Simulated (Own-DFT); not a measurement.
# Shaking the atoms of beta-Si3N4, 42 atoms (N24Si18)

These are calculations, not measurements. They come from Own-DFT, an in-house plane-wave density functional program, since retired, whose code no person has reviewed. Each row is one single-point run on a periodic cell that was not relaxed, without spin or spin-orbit coupling.

Settings of every run: PBEsol; PseudoDojo norm-conserving scalar-relativistic files, made for PBE; cutoff 42 hartree; 3 x 3 x 3 k mesh centred on Gamma; Fermi-Dirac smearing of 0.1 eV.

Known limits, some of them of some rows only: some atoms lie very close together; forces on such cells passed a denser k mesh, each cell not checked; stress not checked against mesh or cutoff.

Cell vectors in Å: (7.606, 0.000, 0.000); (-3.803, 6.587, 0.000); (0.000, 0.000, 8.727). In each run every atom was moved at random and independently from its ideal site; u is the rms move along one axis. E is the free energy for each atom above the fitted value at u = 0, and F the rms of the force components.

| run | u (Å) | E (meV/atom) | F (eV/Å) | largest force (eV/Å) | P (GPa) |
|---|---|---|---|---|---|
| 1 | 0.0177 | 13.5 | 0.839 | 2.59 | 3.02 |
| 2 | 0.0194 | 15.3 | 0.850 | 2.81 | 3.05 |
| 3 | 0.0443 | ? | ? | ? | ? |
| 4 | 0.0526 | 120.2 | 1.990 | 7.09 | 6.00 |
| 5 | 0.0554 | 137.9 | 2.256 | 8.33 | 6.11 |
| 6 | 0.0973 | 394.0 | 3.897 | 14.76 | 10.48 |
| 7 | 0.1079 | 480.7 | 4.203 | 12.08 | 15.87 |
| 8 | 0.1446 | 972.5 | 7.878 | 38.59 | 28.76 |

## Worked fit

For small independent moves the energy grows as E = (3/2) K u², with K the mean stiffness felt by one atom. The runs with u up to 0.11 Å give K = 28.4 ± 0.6 eV/Å², with residuals divided by u² + 0.0006 Å², since the noise grows with the moves. The scatter is 4.3 meV/atom at u = 0.05 Å. The forces follow F² = F0² + G² u², fitted to F/u, with G = 38.8 eV/Å² and F0 = 0.45 eV/Å. F0 is the force that atoms already bear on their ideal sites. G exceeds K because the moves of its neighbours add to the force on an atom, and stiffness differs between atoms. At u = 0.145 Å the parabola gives 890 meV/atom and the run 973. The pressure follows P = 2.77 + 1008 u² GPa: at fixed volume, shortened bonds push harder than stretched ones pull.

## Withheld run

Question: what energy and rms force should run 3 give?

The fit gives 83 ± 4 meV/atom and about 1.78 eV/Å. The calculation gave 93.7 meV/atom and 1.898 eV/Å.
